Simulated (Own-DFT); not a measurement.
# PBE against PBEsol on the same cells

All numbers below are calculated, not measured. The program, named Own-DFT, is a retired in-house plane-wave density functional code that no person has reviewed. Each row is one single-point run on a periodic cell that was not relaxed, without spin or spin-orbit coupling.

Known limits, some of them of some rows only: hafnium file: forces about 75 meV/angstrom off all-electron values; oxygen file: force components 24 meV/angstrom off all-electron in a glass; forces on such cells failed a check on a denser k mesh; forces on such cells passed a denser k mesh, each cell not checked; stress not checked against mesh or cutoff.

Each cell was run twice at the same cutoff, k mesh and smearing, with PBE and with PBEsol, on PseudoDojo norm-conserving files made for PBE. Atoms were moved at random from their sites; u is the rms move along one axis. Files made for PBEsol would give a somewhat different change.

```
                                                        cell  atoms  volume (Å³/atom)  u (Å)  cutoff (hartree)  P with PBE (GPa)  P with PBEsol (GPa)  change (GPa)
          C40 NbSi2 with two Si on a Nb site each (Nb10Si26)     36             14.64  0.053                42              2.58                -0.77         -3.35
          C40 NbSi2 with two Si on a Nb site each (Nb10Si26)     36             14.64  0.052                42              2.45                -0.89         -3.34
          C40 NbSi2 with two Si on a Nb site each (Nb10Si26)     36             14.64  0.052                42              2.75                    ?             ?
         diamond-structure SiGe in ordered layers (Ge32Si32)     64             21.31  0.064                42              3.29                 0.99         -2.29
         diamond-structure SiGe in ordered layers (Ge32Si32)     64             21.31  0.028                42              2.92                 0.63         -2.29
         diamond-structure SiGe in ordered layers (Ge32Si32)     64             21.31  0.060                42              3.76                 1.46         -2.30
diamond-structure SiGe with randomly placed atoms (Ge48Si16)     64             21.97  0.065                42              4.05                 1.33         -2.72
diamond-structure SiGe with randomly placed atoms (Ge48Si16)     64             21.97  0.058                42              4.00                 1.28         -2.72
diamond-structure SiGe with randomly placed atoms (Ge48Si16)     64             21.97  0.060                42              3.95                 1.23         -2.72
                                   monoclinic HfO2 (Hf32O64)     96             11.52  0.082                72              9.81                 3.33         -6.48
                                   monoclinic HfO2 (Hf32O64)     96             11.52  0.051                72              5.67                -0.79         -6.46
                                   monoclinic HfO2 (Hf32O64)     96             11.52  0.121                72             15.40                 8.89         -6.52
```

## Worked reading

Mean change of pressure by composition, in GPa: HfO2, -6.49; Nb5Si13, -3.34; Ge3Si, -2.72; GeSi, -2.30. At a fixed cell PBEsol gives the lower pressure, because it favours a smaller volume than PBE. Here the change varies more between materials than between cells of one material.

## Withheld value

Question: what PBEsol pressure should the Nb10Si26 cell with the blank give?

Adding the mean change of the cells with its composition, -3.34 GPa, to 2.75 gives -0.6 GPa. The calculation gave -0.60 GPa.
